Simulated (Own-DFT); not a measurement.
# How strain changes the stress of fcc Cu, 16 atoms (Cu16)

All numbers below are calculated, not measured. The program, named Own-DFT, is a retired in-house plane-wave density functional code that no person has reviewed. Each row is one single-point run on a periodic cell that was not relaxed, without spin or spin-orbit coupling.

Settings of every run: PBE; PseudoDojo norm-conserving scalar-relativistic files; cutoff 50 hartree; 7 x 7 x 5 k mesh centred on Gamma; cold (Marzari-Vanderbilt) smearing of 0.2 eV.

Known limits: forces on such cells failed a check on a denser k mesh; stress not checked against mesh or cutoff.

Unstrained cell vectors in Å: (3.615, 3.615, 0.000); (-3.615, 3.615, 0.000); (0.000, 0.000, 7.230). The unstrained cell has measured lattice constants (interpolated for alloys), not those of this functional. That, the random moves and any unrelaxed bonds set the pressure at no strain. Each run strains this cell uniformly, with the atoms carried along. Every atom was also moved at random, by a Gaussian of width 0.05 Å on each axis. Strain is the symmetric tensor, in per cent. Stress is positive in tension, and the pressure is minus a third of its trace.

| run | e_xx (%) | e_yy (%) | e_zz (%) | e_yz (%) | e_xz (%) | e_xy (%) | s_xx (GPa) | s_yy (GPa) | s_zz (GPa) | s_yz (GPa) | s_xz (GPa) | s_xy (GPa) | P (GPa) | E (meV/atom) |
|---|---|---|---|---|---|---|---|---|---|---|---|---|---|---|
| 1 | -1.40 | -1.82 | 1.01 | 1.61 | 1.15 | 0.28 | -8.10 | -7.81 | -6.90 | 2.94 | 2.56 | 0.98 | 7.61 | 35.4 |
| 2 | -1.64 | 1.77 | 0.93 | 1.98 | 1.81 | -1.84 | -2.54 | -0.55 | -1.50 | 2.55 | 3.52 | -2.66 | 1.53 | 7.0 |
| 3 | 0.80 | -1.62 | -0.92 | -0.02 | -0.17 | 0.55 | -5.11 | -6.70 | -5.50 | -0.20 | -0.35 | 1.17 | 5.77 | 10.9 |
| 4 | -1.45 | 0.14 | -0.52 | -0.49 | 1.02 | 0.18 | -7.04 | -5.87 | -6.10 | -1.40 | 2.03 | 0.52 | 6.34 | 17.9 |
| 5 | -0.64 | 0.36 | 0.85 | -0.25 | 1.79 | 0.30 | -2.79 | -1.52 | -1.23 | -0.40 | 3.10 | 0.48 | 1.85 | 0.1 |
| 6 | -1.41 | -0.65 | -1.96 | -0.03 | -1.91 | 0.19 | -10.38 | -9.10 | -10.14 | 0.06 | -4.20 | 0.61 | 9.87 | 22.7 |
| 7 | -0.08 | 0.62 | -0.37 | 0.87 | 0.69 | 1.82 | -2.87 | -2.27 | -2.39 | 1.60 | 1.14 | 3.22 | 2.51 | 1.0 |
| 8 | 1.22 | 0.82 | 1.04 | 0.86 | -1.46 | 0.30 | 1.59 | 1.50 | 1.72 | 1.16 | -2.50 | 0.40 | -1.60 | 1.1 |
| 9 | 0.02 | 1.90 | 0.08 | 1.98 | -0.90 | 1.76 | -1.18 | -0.10 | -0.85 | 3.07 | -1.48 | 2.28 | 0.71 | 16.8 |
| 10 | -1.80 | 0.24 | -1.73 | 1.59 | 0.99 | 0.69 | -10.21 | -8.30 | -9.21 | 2.99 | 1.95 | 0.74 | 9.24 | 31.5 |
| 11 | 0.41 | 1.68 | 0.74 | -1.53 | -1.50 | -0.81 | 0.64 | 1.56 | 0.70 | -2.43 | -2.76 | -0.88 | -0.97 | 7.6 |
| 12 | 1.12 | 1.31 | 1.79 | -1.41 | 1.38 | -0.20 | 2.88 | 3.12 | 3.67 | -2.25 | 1.87 | -0.35 | -3.22 | 0.0 |
| 13 | 1.16 | -1.26 | -1.00 | 0.38 | 0.60 | -0.31 | -3.27 | -5.42 | -4.54 | 0.99 | 1.05 | -0.62 | 4.41 | 2.4 |
| 14 | -1.15 | -0.22 | 0.26 | -0.45 | -1.72 | 1.89 | -5.85 | -4.91 | -4.72 | -0.91 | -3.47 | 3.19 | 5.16 | 17.0 |
| 15 | -0.79 | -1.24 | 1.19 | -0.33 | 0.99 | -0.70 | ? | ? | ? | ? | ? | ? | ? | ? |

E is the free energy for each atom above the lowest run shown.

## Worked fit

Each stress component was fitted by least squares to a constant and the strains of the runs shown, as fractions, with shears doubled. Shear strains stay in the fit of a normal stress only where such slopes are resolved. The slopes, in GPa:

```
stress  at no strain  per e_xx  per e_yy  per e_zz  scatter
  s_xx          -3.4  223 ± 13  135 ± 13  140 ± 15     0.52
  s_yy          -3.3  140 ± 11  194 ± 11  144 ± 12     0.43
  s_zz          -3.1  169 ± 13  139 ± 13  178 ± 15     0.53
```

Each shear stress against twice its own strain: yz 81 ± 5, xz 92 ± 4, xy 75 ± 4 GPa. These are stiffnesses along x, y and z of the frame in which the cell vectors are given, which need not be the crystal's axes. The atoms are held to the strained lattice; where symmetry lets them move under strain, relaxing them would lower some slopes. The table should be nearly symmetric about its diagonal, and what it lacks of that shows the noise. A ninth of its sum, 162 ± 5 GPa, estimates the bulk modulus near the mean pressure of these runs, 3.5 GPa, so it lies above the value at zero pressure.

## Withheld run

Question: what normal stresses and pressure should run 15 give?

The fit gives s_xx = -5.2, s_yy = -5.1, s_zz = -4.1 and P = 4.8 GPa. The calculation gave -4.85, -4.93, -3.43 and P = 4.41 GPa.
